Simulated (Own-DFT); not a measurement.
# One trend across several semiconductors

No measurement is shown. These are fixed-geometry runs of a retired plane-wave code named Own-DFT, which no person has reviewed; spin and spin-orbit coupling are neglected.

Limits (not all hold for every row): forces on such cells moved up to 12 meV/angstrom on a denser k mesh; forces not confirmed at this smearing and k mesh; k mesh not checked against a denser one; forces on such cells passed a denser k mesh, each cell not checked; stress not checked against mesh or cutoff.

All runs are PBE with PseudoDojo norm-conserving files; cutoff and k mesh are each material's own. Every cell starts from measured lattice constants and was given uniform random strains and small random moves of its atoms. Each triple is the change of volume in per cent, the rms move u in Å and the pressure in GPa.

- 3C SiC (C48Si48), 10.36 Å³/atom unstrained: (-3.24, 0.053, 13.87); (-0.59, 0.046, 7.26); (-0.07, 0.051, 5.92); (1.08, 0.050, 2.80); (2.45, 0.049, 0.02); (2.55, 0.049, -0.48); (3.48, 0.053, -1.66)
- wurtzite AlN (Al64N64), 10.45 Å³/atom unstrained: withheld
- wurtzite GaN (Ga48N48), 11.42 Å³/atom unstrained: (-2.67, 0.051, 12.81); (-2.47, 0.049, 12.15); (-1.79, 0.054, 11.46); (-1.27, 0.052, 10.32); (1.17, 0.049, 4.82); (2.22, 0.050, 3.32); (2.36, 0.052, 3.54)
- diamond silicon (Si64), 20.02 Å³/atom unstrained: (-1.35, 0.054, 4.09); (-0.33, 0.048, 2.93); (-0.01, 0.047, 2.66); (1.42, 0.050, 1.32); (1.87, 0.053, 1.07); (1.96, 0.051, 0.81); (2.40, 0.054, 0.55)
- zincblende InP (In48P48), 25.27 Å³/atom unstrained: (-2.49, 0.047, 5.64); (-1.84, 0.050, 5.15); (-1.17, 0.046, 4.63); (-0.37, 0.045, 3.79); (0.83, 0.045, 3.01); (1.27, 0.050, 2.76); (1.59, 0.048, 2.48)
- grey tin (Sn64), 34.15 Å³/atom unstrained: (-1.70, 0.052, 4.76); (-0.65, 0.048, 4.30); (-0.45, 0.050, 3.93); (-0.25, 0.052, 3.94); (0.85, 0.054, 3.28); (0.95, 0.045, 3.09); (1.82, 0.052, 2.77)

## Analysis

Fit a line to each set against the fractional change of volume; B is minus its slope, and u is nearly the same within a set. To take it to zero pressure, assume that B rises by 4 GPa for each GPa: B0 = B - 4 x (mean pressure). The bond length of an ideal tetrahedral crystal with the unstrained volume v is d = (√3/4)(8 v)^(1/3). Cohen's empirical rule reads B0 = (1971 - 220 L) d^(-3.5) GPa, with L = 0 for group IV crystals and SiC and 1 for III-V compounds.

```
material,L,d (Å),B (GPa),mean P (GPa),B0 (GPa),rule (GPa)
3C SiC (C48Si48),0,1.888,237 ± 8,4.0,221 ± 8,213
wurtzite AlN (Al64N64),1,1.893,?,?,?,188
wurtzite GaN (Ga48N48),1,1.950,193 ± 7,8.3,159 ± 7,169
diamond silicon (Si64),0,2.352,93 ± 3,1.9,86 ± 3,99
zincblende InP (In48P48),1,2.541,78 ± 2,3.9,62 ± 2,67
grey tin (Sn64),0,2.810,59 ± 4,3.7,44 ± 4,53
```

A line through ln[B0/(1971 - 220 L)] against ln d has a slope of -3.9 ± 0.2 and a scatter of 5 %. Against the rule, B0 stands at 104 % for 3C SiC, 94 % for wurtzite GaN, 87 % for diamond silicon, 93 % for zincblende InP, 83 % for grey tin. PBE tends to make silicon and heavier crystals too soft, and the rule itself is only a guide.

## Test on the hidden row

Asked: what B0 does the fitted trend give for wurtzite AlN (Al64N64)?

The line gives 186 GPa. Its own runs give B = 209 ± 5 GPa at a mean pressure of 6.5 GPa, so B0 = 183 GPa.
